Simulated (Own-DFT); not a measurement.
Simulation results for Si$_{3}$N$_{4}$ (beta silicon nitride, atoms displaced)

All values are calculated (Own-DFT development build). A calculation, not a measurement: plane-wave PBE density functional theory by an unreviewed code, no spin, of a simulated periodic cell, stress positive in tension, free energy of the whole cell less one offset for each atom, some atoms lie very close together; forces on such cells passed a denser k mesh, this cell's mesh not checked; offsets are fitted by least squares, one for each functional and potential file, so energies compare only between cells with the same atoms and settings and are not formation energies; the far tail of each file's local potential was reset to the Coulomb form; each entry is a single point on an unrelaxed cell, so the pressure reflects the starting lattice, mostly measured values (interpolated for alloys), from which strain is counted, and rises with the displacements; printed positions are rounded, which can move forces by about a meV/angstrom; the program, named Own-DFT, is a retired in-house code; no spin-orbit coupling; before rounding, a Quantum ESPRESSO 7.3.1 run of the same cell and cutoff gave forces within 1 meV/angstrom rms on each cell, which checks the program and not the settings.

Settings shared by all entries: functional PBE; potential files PseudoDojo norm-conserving, scalar-relativistic, standard set; wave cutoff 42 hartree; occupations Fermi-Dirac; smearing width 0.1 eV; k mesh 3 x 3 x 3 centred on Gamma.

(1) Si$_{3}$N$_{4}$ (beta silicon nitride, atoms displaced)

```cif
# cell vector a (Å): 7.6060 0.0000 0.0000
# cell vector b (Å): -3.8030 6.5870 0.0000
# cell vector c (Å): 0.0000 0.0000 8.7270
data_Si3N4
_symmetry_space_group_name_H-M 'P 1'
_symmetry_Int_Tables_number 1
_cell_length_a 7.6060
_cell_length_b 7.6060
_cell_length_c 8.7270
_cell_angle_alpha 90.000
_cell_angle_beta 90.000
_cell_angle_gamma 120.000
_cell_volume 437.23
loop_
_atom_site_label
_atom_site_type_symbol
_atom_site_fract_x
_atom_site_fract_y
_atom_site_fract_z
_atom_site_occupancy
Si1 Si 0.15844 0.76774 0.06437 1
Si2 Si 0.22263 0.39765 0.08533 1
Si3 Si 0.61690 0.83566 0.08292 1
Si4 Si 0.79475 0.22850 0.27668 1
Si5 Si 0.74194 0.57957 0.25366 1
Si6 Si 0.42756 0.16367 0.25226 1
N1 N 0.31707 0.03824 0.08120 1
N2 N 0.97239 0.26325 0.08201 1
N3 N 0.69226 0.66162 0.07816 1
N4 N 0.66803 0.95473 0.23823 1
N5 N 0.03817 0.69921 0.24005 1
N6 N 0.32524 0.35939 0.24808 1
N7 N 0.35815 0.69379 0.07225 1
N8 N 0.68398 0.30703 0.23863 1
Si7 Si 0.18770 0.78817 0.43230 1
Si8 Si 0.24023 0.40994 0.42605 1
Si9 Si 0.57866 0.80457 0.40289 1
Si10 Si 0.83858 0.23551 0.57447 1
Si11 Si 0.73862 0.55755 0.61285 1
Si12 Si 0.45079 0.19359 0.58825 1
N9 N 0.31452 0.02238 0.41686 1
N10 N 0.96924 0.33193 0.41184 1
N11 N 0.71934 0.66990 0.41294 1
N12 N 0.63510 0.96897 0.60604 1
N13 N 0.03857 0.68682 0.59804 1
N14 N 0.27072 0.31893 0.61342 1
N15 N 0.34926 0.69028 0.41802 1
N16 N 0.68885 0.37667 0.58800 1
Si13 Si 0.19776 0.82257 0.73282 1
Si14 Si 0.20454 0.39130 0.71634 1
Si15 Si 0.63205 0.83328 0.74664 1
Si16 Si 0.81415 0.23774 0.90476 1
Si17 Si 0.77242 0.58373 0.90182 1
Si18 Si 0.38287 0.19669 0.91124 1
N17 N 0.35826 0.06290 0.74870 1
N18 N 0.00250 0.32582 0.75949 1
N19 N 0.71963 0.67592 0.75152 1
N20 N 0.68817 0.99669 0.93132 1
N21 N 0.05584 0.71460 0.93884 1
N22 N 0.27763 0.32721 0.93204 1
N23 N 0.41361 0.68489 0.75950 1
N24 N 0.66026 0.37316 0.89138 1
```

The calculation gives: free energy of cell above offsets 43.219 eV; pressure 38.4 GPa; stress xx -36.43 GPa; stress yy -47.75 GPa; stress zz -31.01 GPa; stress yz -10.56 GPa; stress xz 2.58 GPa; stress xy 6.24 GPa.

Force:
```
element  x (eV/Å)  y (eV/Å)  z (eV/Å)
     Si     19.29     9.739     30.78
     Si    -2.026     5.309     1.738
     Si    -2.672    -3.145    -4.736
     Si     32.26    -14.28    -0.119
     Si     5.048     1.108    -5.402
     Si    -5.076    -0.637    -3.468
      N     1.123     1.435    -0.303
      N    -4.774     0.992     1.443
      N     2.467    -1.177     -0.25
      N    -0.323      4.73     8.556
      N    -1.945    -0.726     3.316
      N      2.25    -1.824     4.395
      N    -2.286    -2.887     0.751
      N    -30.97     14.54    -5.845
     Si    -2.193    -8.768    -4.003
     Si    -0.578     1.251    -3.024
     Si     7.042     4.314      0.14
     Si    -0.256    -0.774     3.714
     Si    -5.826     41.46    -0.935
     Si    -4.427    -2.886    -1.881
      N     1.869     9.359     1.841
      N       2.7    -0.218      2.59
      N    -3.607     0.847     5.761
      N     1.594     6.344    -7.325
      N      -1.3     0.659    -1.822
      N     23.24    -12.94    -29.28
      N    -5.586    -6.722     1.576
      N     11.06    -41.36    -7.551
     Si     2.941    -5.726     5.589
     Si    -3.851     21.73     27.22
     Si     2.471     5.536     5.229
     Si     2.526     3.004     3.986
     Si     1.635     19.24     7.821
     Si     3.577    -1.334      3.75
      N    -0.398     0.801     0.062
      N    -18.45    -6.361     0.863
      N      0.57     2.793     0.923
      N     0.519    -3.392    -4.338
      N    -17.91    -9.674    -33.78
      N     0.367     0.248    -6.528
      N    -12.72    -9.375    -1.076
      N     2.625    -21.24    -0.373
```

(2) Si$_{3}$N$_{4}$ (beta silicon nitride, atoms displaced)

```cif
# cell vector a (Å): 7.6060 0.0000 0.0000
# cell vector b (Å): -3.8030 6.5870 0.0000
# cell vector c (Å): 0.0000 0.0000 8.7270
data_Si3N4
_symmetry_space_group_name_H-M 'P 1'
_symmetry_Int_Tables_number 1
_cell_length_a 7.6060
_cell_length_b 7.6060
_cell_length_c 8.7270
_cell_angle_alpha 90.000
_cell_angle_beta 90.000
_cell_angle_gamma 120.000
_cell_volume 437.23
loop_
_atom_site_label
_atom_site_type_symbol
_atom_site_fract_x
_atom_site_fract_y
_atom_site_fract_z
_atom_site_occupancy
Si1 Si 0.17230 0.77987 0.06609 1
Si2 Si 0.24599 0.41184 0.06585 1
Si3 Si 0.57532 0.82613 0.09302 1
Si4 Si 0.82316 0.21661 0.23418 1
Si5 Si 0.75871 0.58049 0.24579 1
Si6 Si 0.38246 0.17106 0.28168 1
N1 N 0.34123 0.02780 0.07706 1
N2 N 0.96028 0.25350 0.06581 1
N3 N 0.70897 0.68199 0.07353 1
N4 N 0.66930 0.96860 0.26873 1
N5 N 0.03886 0.67554 0.24270 1
N6 N 0.30120 0.33056 0.24648 1
N7 N 0.32258 0.71388 0.05905 1
N8 N 0.65167 0.31781 0.24038 1
Si7 Si 0.17876 0.75807 0.41008 1
Si8 Si 0.19996 0.36489 0.41445 1
Si9 Si 0.60277 0.84697 0.42665 1
Si10 Si 0.81267 0.20688 0.59450 1
Si11 Si 0.78186 0.61526 0.60194 1
Si12 Si 0.37467 0.17040 0.61220 1
N9 N 0.35984 0.06993 0.41720 1
N10 N 0.98670 0.30038 0.40795 1
N11 N 0.70979 0.69302 0.40292 1
N12 N 0.68564 0.96976 0.61845 1
N13 N 0.05177 0.72314 0.61493 1
N14 N 0.30167 0.35148 0.56523 1
N15 N 0.35192 0.68388 0.39798 1
N16 N 0.65967 0.33811 0.57425 1
Si13 Si 0.19537 0.77777 0.73929 1
Si14 Si 0.23560 0.42329 0.74943 1
Si15 Si 0.61227 0.81785 0.71983 1
Si16 Si 0.83159 0.24254 0.92099 1
Si17 Si 0.73186 0.57032 0.91690 1
Si18 Si 0.39633 0.13879 0.91887 1
N17 N 0.33162 0.02859 0.72140 1
N18 N 0.98188 0.27257 0.74459 1
N19 N 0.71067 0.66402 0.75774 1
N20 N 0.72186 0.98195 0.91252 1
N21 N 0.02307 0.69245 0.90854 1
N22 N 0.32263 0.38540 0.91304 1
N23 N 0.32488 0.65613 0.74196 1
N24 N 0.67649 0.35030 0.93530 1
```

The calculation gives: free energy of cell above offsets 26.524 eV; pressure 27.42 GPa; stress xx -16.57 GPa; stress yy -31.37 GPa; stress zz -34.31 GPa; stress yz 16.99 GPa; stress xz -8.85 GPa; stress xy 4.15 GPa.

Force:
```
element  x (eV/Å)  y (eV/Å)  z (eV/Å)
     Si    -10.85     0.117      1.95
     Si    -5.893     1.177     8.301
     Si     3.011     1.631    -2.478
     Si    -1.038     2.554     1.773
     Si     0.927     0.767    -0.442
     Si     2.103     9.621    -19.76
      N    -2.112      0.78     4.169
      N     4.158     3.849     5.912
      N    -2.336     0.011     3.614
      N    -0.159     1.861    -4.572
      N    -2.813     0.422     0.554
      N      -2.3     1.379    -1.538
      N      14.6    -7.826     0.534
      N     1.254     0.872     0.494
     Si    -0.596     1.374     0.637
     Si     9.348     7.674    -4.108
     Si     0.574    -4.176     0.308
     Si    -0.317     8.726    -1.717
     Si     3.808    -3.561    -7.058
     Si    -0.318     18.59    -21.85
      N     0.651    -13.73     18.18
      N    -14.73    -5.987     0.184
      N     1.957    -0.549     4.051
      N    -1.205     13.04    -20.71
      N    -8.956    -4.366    -14.73
      N     3.587    -1.986     7.834
      N    -0.716    -1.671     1.556
      N     1.532    -0.454      2.18
     Si      3.71    -1.015     11.27
     Si    -0.128    -4.781    -2.632
     Si    -1.949    -17.45     23.66
     Si    -0.997    -1.795    -5.315
     Si     2.296     7.488     1.759
     Si     1.187     6.101    -2.891
      N     3.638     -12.3     20.44
      N    -2.373     1.022     0.788
      N    -4.551     2.095    -1.396
      N    -3.952    -3.297     -0.05
      N     -0.17     0.525    -0.733
      N     6.724    -4.238    -5.739
      N      2.74     7.658    -1.148
      N      0.66    -10.14    -1.282
```
